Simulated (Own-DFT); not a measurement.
# Strain and stress in zincblende InP, 96 atoms (In48P48)

Calculated results; nothing here was measured. The program, named Own-DFT, is a retired in-house plane-wave density functional code that no person has reviewed. Each row is one single-point run on a periodic cell that was not relaxed, without spin or spin-orbit coupling.

Settings of every run: PBE; PseudoDojo norm-conserving scalar-relativistic files; cutoff 36 hartree; 2 x 3 x 3 k mesh centred on Gamma; Fermi-Dirac smearing of 0.1 eV.

Known limits: forces not confirmed at this smearing and k mesh; stress not checked against mesh or cutoff.

Unstrained cell vectors in Å: (17.606, 0.000, 0.000); (0.000, 11.737, 0.000); (0.000, 0.000, 11.737). The unstrained cell has measured lattice constants (interpolated for alloys), not those of this functional. That, the random moves and any unrelaxed bonds set the pressure at no strain. Each run strains this cell uniformly, with the atoms carried along. Every atom was also moved at random, by a Gaussian of width 0.05 Å on each axis. Strain is the symmetric tensor, in per cent. Stress is positive in tension, and the pressure is minus a third of its trace.

```
run,e_xx (%),e_yy (%),e_zz (%),e_yz (%),e_xz (%),e_xy (%),s_xx (GPa),s_yy (GPa),s_zz (GPa),s_yz (GPa),s_xz (GPa),s_xy (GPa),P (GPa),E (meV/atom)
1,-0.99,0.04,1.36,-0.94,-0.02,1.09,-3.77,-3.40,-2.81,-1.25,0.08,1.33,3.33,14.0
2,0.87,1.81,0.94,1.51,0.87,0.17,-1.25,-0.90,-1.28,1.83,1.08,0.11,1.14,0.0
3,1.86,-0.99,-1.95,-0.74,-0.75,-0.33,-3.52,-4.64,-5.10,-1.20,-1.05,-0.82,4.42,23.8
4,0.89,-0.65,0.70,-0.13,1.50,1.07,-2.75,-3.31,-2.92,-0.26,2.36,0.91,3.00,12.4
5,0.72,1.45,-0.29,0.21,0.97,-1.51,-2.31,-1.92,-2.63,0.01,1.16,-1.56,2.29,8.5
6,0.54,1.89,-1.88,1.00,1.61,0.46,-3.15,-2.57,-3.95,1.29,1.90,0.52,3.22,15.7
7,-1.44,-0.82,0.94,0.78,0.61,0.08,-4.89,-4.74,-4.11,1.06,0.62,0.43,4.58,20.7
8,-0.70,-1.25,1.72,-1.49,-0.07,-1.93,-4.33,-4.63,-3.40,-2.76,-0.64,-3.27,4.12,33.9
9,1.09,-1.40,-0.90,-1.11,1.79,0.01,-4.15,-5.08,-4.94,-1.58,2.66,0.50,4.72,35.7
10,-0.54,1.31,-0.25,-0.26,-0.19,-0.93,-3.54,-2.77,-3.43,-0.51,-0.81,-1.34,3.24,14.5
11,0.02,1.32,-0.98,1.68,1.13,0.25,-3.45,-2.92,-3.86,2.24,1.25,-0.03,3.41,19.1
12,0.11,0.62,0.96,0.15,-0.74,1.33,-2.69,-2.49,-2.31,0.06,-0.72,2.19,2.50,10.8
13,-1.02,-1.66,-1.27,-0.91,-0.24,-0.05,-6.84,-7.06,-6.93,-1.61,-0.47,-0.29,6.95,53.2
14,-0.50,0.79,-0.84,1.45,1.16,-0.58,-4.32,-3.72,-4.44,1.95,2.19,-0.66,4.16,25.7
15,1.11,1.16,0.28,-1.62,-0.23,1.50,-1.94,-1.98,-2.30,-2.25,-0.41,2.24,2.08,16.7
16,1.51,-0.14,1.82,-0.64,-1.28,0.89,?,?,?,?,?,?,?,?
```

E is the free energy for each atom above the lowest run shown.

## Worked fit

Each stress component was fitted by least squares to a constant and the strains of the runs shown, as fractions, with shears doubled. Shear strains stay in the fit of a normal stress only where such slopes are resolved. The slopes, in GPa:

```
stress  at no strain  per e_xx  per e_yy  per e_zz  scatter
  s_xx          -3.8    99 ± 5    63 ± 3    61 ± 4     0.16
  s_yy          -3.7    60 ± 5   103 ± 3    58 ± 4     0.16
  s_zz          -3.8    59 ± 4    66 ± 3    98 ± 3     0.14
```

Each shear stress against twice its own strain: yz 69 ± 3, xz 71 ± 6, xy 70 ± 6 GPa. These are stiffnesses along x, y and z of the frame in which the cell vectors are given, which need not be the crystal's axes. The atoms are held to the strained lattice; where symmetry lets them move under strain, relaxing them would lower some slopes. The table should be nearly symmetric about its diagonal, and what it lacks of that shows the noise. A ninth of its sum, 74 ± 2 GPa, estimates the bulk modulus near the mean pressure of these runs, 3.5 GPa, so it lies above the value at zero pressure.

## Withheld run

Question: what normal stresses and pressure should run 16 give?

The fit gives s_xx = -1.2, s_yy = -1.9, s_zz = -1.2 and P = 1.4 GPa. The calculation gave -1.36, -2.00, -1.19 and P = 1.52 GPa.
